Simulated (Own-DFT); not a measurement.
AlGa₃N₄ (wurtzite random alloy, atoms displaced) (calculated)

Computed with Own-DFT development build. A calculation, not a measurement: plane-wave PBE density functional theory by an unreviewed code, no spin, of a simulated periodic cell, stress positive in tension, free energy of the whole cell less one offset for each atom, forces on such cells passed a denser k mesh, this cell's mesh not checked; offsets are fitted by least squares, one for each functional and potential file, so energies compare only between cells with the same atoms and settings and are not formation energies; the far tail of each file's local potential was reset to the Coulomb form; each entry is a single point on an unrelaxed cell, so the pressure reflects the starting lattice, mostly measured values, from which strain is counted, and rises with the displacements; printed positions are rounded, which can move forces by about a meV/angstrom; the program is a retired in-house code; no spin-orbit coupling.

```xyz
72
Lattice="9.5092 0.0000 0.0000 -4.7546 8.2353 0.0000 0.0000 0.0000 10.2685" Properties=species:S:1:pos:R:3 formula=AlGa3N4 functional=PBE potential_files=PseudoDojo_norm-conserving,scalar-relativistic,standard_set_with_the_stringent_files_for_Ga wave_cutoff=96 occupations=Gaussian smearing_width=0.01 k_mesh=4_x_4_x_3_centred_on_Gamma
Ga    -0.1287     1.8718    10.1851
Ga     1.6348     0.9733     2.6584
N      0.0907     1.7716     1.8794
N      1.5101     0.9519     4.4310
Ga    -0.0243     1.7288     5.0954
Ga     1.5092     0.9663     7.7171
N     -0.0250     1.8836     7.0927
N      1.6502     0.8312     9.7285
Al    -1.6192     4.5629     0.0724
Ga    -0.1162     3.8555     2.6212
N     -1.4443     4.6133     1.8142
N     -0.0608     3.6567     4.4757
Ga    -1.5119     4.5699     5.1944
Ga     0.0104     3.6299     7.7446
N     -1.6267     4.5887     6.8887
N     -0.1359     3.7187     9.7967
Ga    -3.2825     7.3394     0.0577
Al    -1.6180     6.3920     2.5907
N     -3.1554     7.3263     2.0421
N     -1.6192     6.3038     4.5040
Ga    -3.1331     7.3460     5.0558
Al    -1.6310     6.4831     7.5555
N     -3.0959     7.3823     7.1610
N     -1.5585     6.3596     9.6043
Ga     3.3833     1.8318    10.1706
Al     4.7253     0.8981     2.5669
N      3.1093     1.7215     1.9541
N      4.8047     0.9580     4.4405
Ga     3.0943     1.8871     5.2154
Ga     4.8495     1.0432     7.8084
N      3.2534     1.7899     7.0134
N      4.7196     0.8211     9.7149
Ga     1.5732     4.5925     0.1935
Ga     3.1302     3.6743     2.4670
N      1.6029     4.4523     1.9168
N      3.1845     3.8139     4.5870
Ga     1.5745     4.7071     5.1098
Ga     3.0846     3.5859     7.6166
N      1.5094     4.4964     7.1039
N      3.1308     3.8469     9.6420
Al     0.0829     7.0015    10.2421
Al     1.6466     6.4929     2.5115
N      0.0151     7.2793     2.0174
N      1.6015     6.4434     4.6083
Ga    -0.0712     7.2620     5.1456
Ga     1.5145     6.3409     7.6735
N     -0.0726     7.3255     7.0395
N      1.6021     6.3274     9.6362
Ga     6.3985     1.9314     0.0366
Ga     7.9014     1.0076     2.6266
N      6.4410     1.8426     1.9377
N      8.0394     0.7842     4.4494
Al     6.2246     1.7680     5.0803
Ga     7.8939     0.9580     7.6840
N      6.3082     1.8373     6.8942
N      7.8589     0.9830     9.6251
Ga     4.7031     4.6439     0.0264
Ga     6.2912     3.6765     2.4845
N      4.8109     4.5249     1.9492
N      6.3847     3.5714     4.6469
Al     4.8354     4.4868     5.1068
Al     6.2269     3.7306     7.6520
N      4.7258     4.6276     7.1027
N      6.4875     3.7360     9.7305
Ga     3.1689     7.2599    10.1909
Ga     4.6163     6.4523     2.3713
N      3.0963     7.4749     1.9868
N      4.6674     6.4875     4.4555
Ga     3.2355     7.2733     5.0878
Ga     4.7990     6.5171     7.7053
N      3.1529     7.1225     7.0140
N      4.8202     6.3068     9.6036
```

Units: wave_cutoff in hartree; smearing_width in eV.

To be estimated
1. Estimate the pressure of AlGa₃N₄ (wurtzite random alloy, atoms displaced).
2. Estimate the stress yy of AlGa₃N₄ (wurtzite random alloy, atoms displaced).
3. Give the table of force values for AlGa₃N₄ (wurtzite random alloy, atoms displaced).

Calculated values
1. 9.67 GPa
2. -7.05 GPa
3. 
Force:
| element | x (eV/Å) | y (eV/Å) | z (eV/Å) |
| --- | --- | --- | --- |
| Ga | 2.977 | -0.367 | 2.265 |
| Ga | -2.089 | -0.9 | -3.165 |
| N | -1.86 | 1.264 | 0.58 |
| N | 2.167 | -0.352 | 3.513 |
| Ga | -0.502 | 2.259 | 0.507 |
| Ga | 1.627 | -0.559 | 1.288 |
| N | -0.149 | -1.283 | -0.775 |
| N | -0.926 | 2.746 | -1.941 |
| Al | 1.042 | 2.607 | -2.142 |
| Ga | 3.289 | -4.129 | 0.352 |
| N | -4.326 | 2.28 | 1.957 |
| N | 1.704 | -0.355 | 0.589 |
| Ga | -1.104 | -1.319 | -3.76 |
| Ga | -2.112 | 1.604 | 0.932 |
| N | -0.642 | 0.503 | 7.267 |
| N | 2.243 | -0.31 | -2.268 |
| Ga | 2.881 | -0.594 | 0.438 |
| Al | 0.394 | 0.095 | -0.68 |
| N | -0.269 | -0.983 | -0.727 |
| N | 0.113 | 1.623 | -1.341 |
| Ga | -1.518 | -0.601 | 0.405 |
| Al | 1.495 | -2.254 | 2.551 |
| N | -1.713 | 0.532 | -2.141 |
| N | -0.151 | -0.355 | -0.226 |
| Ga | -5.075 | 1.622 | 2.23 |
| Al | 0.324 | 0.009 | -0.579 |
| N | 3.688 | 2.039 | -0.9 |
| N | -2.376 | -1.328 | -0.32 |
| Ga | 0.81 | 0.244 | -3.139 |
| Ga | -0.642 | -2.229 | -1.068 |
| N | -1.251 | 0.011 | 2.43 |
| N | 4.126 | -1.542 | -0.937 |
| Ga | -0.951 | -1.353 | -4.802 |
| Ga | 1.576 | -2.106 | 2.287 |
| N | -0.889 | 3.31 | 3.775 |
| N | 0.07 | -1.671 | -1.131 |
| Ga | -0.395 | -2.565 | 0.648 |
| Ga | 1.171 | 1.878 | 1.003 |
| N | 0.468 | 0.722 | -0.861 |
| N | 0.356 | -2.809 | -0.505 |
| Al | -3.127 | 3.343 | 1.115 |
| Al | -1.374 | -1.05 | 1.803 |
| N | 0.05 | -0.244 | -1.027 |
| N | -0.954 | 1.013 | -2.852 |
| Ga | 0.972 | 1.353 | -0.72 |
| Ga | 0.114 | 0.167 | -0.296 |
| N | 0.728 | 0.439 | 1.028 |
| N | 0.683 | 0.309 | -0.215 |
| Ga | -1.235 | -0.895 | -0.076 |
| Ga | 2.815 | 0.399 | -0.873 |
| N | -3.148 | 0.414 | 0.191 |
| N | -2.812 | 1.879 | 1.604 |
| Al | 2.867 | 0.51 | -0.305 |
| Ga | -0.671 | -1.033 | -0.811 |
| N | 0.595 | 0.881 | 2.657 |
| N | 0.012 | -2.303 | -1.085 |
| Ga | 1.4 | -2.343 | -0.501 |
| Ga | 2.745 | -0.79 | 2.199 |
| N | -2.499 | 1.709 | -0.797 |
| N | -0.76 | 0.444 | -2.294 |
| Al | -0.644 | 2.155 | 0.614 |
| Al | 2.224 | -0.233 | 0.022 |
| N | 0.126 | -0.704 | -0.897 |
| N | -3.772 | -1.071 | -2.539 |
| Ga | -0.023 | 1.468 | 0.426 |
| Ga | 2.098 | 0.111 | 2.892 |
| N | -0.241 | -2.236 | -2.29 |
| N | 3.994 | -3.39 | -0.999 |
| Ga | -2.029 | 0.572 | 1.455 |
| Ga | -0.24 | -1.632 | -0.859 |
| N | -0.226 | 2.61 | 1.246 |
| N | -1.248 | 2.761 | 0.57 |

Further results for AlGa₃N₄ (wurtzite random alloy, atoms displaced):

* free energy of cell above offsets: -1.783 eV
* stress xx: -11.62 GPa
* stress zz: -10.34 GPa
* stress yz: 1.06 GPa
* stress xz: -0.57 GPa
* stress xy: 1.88 GPa
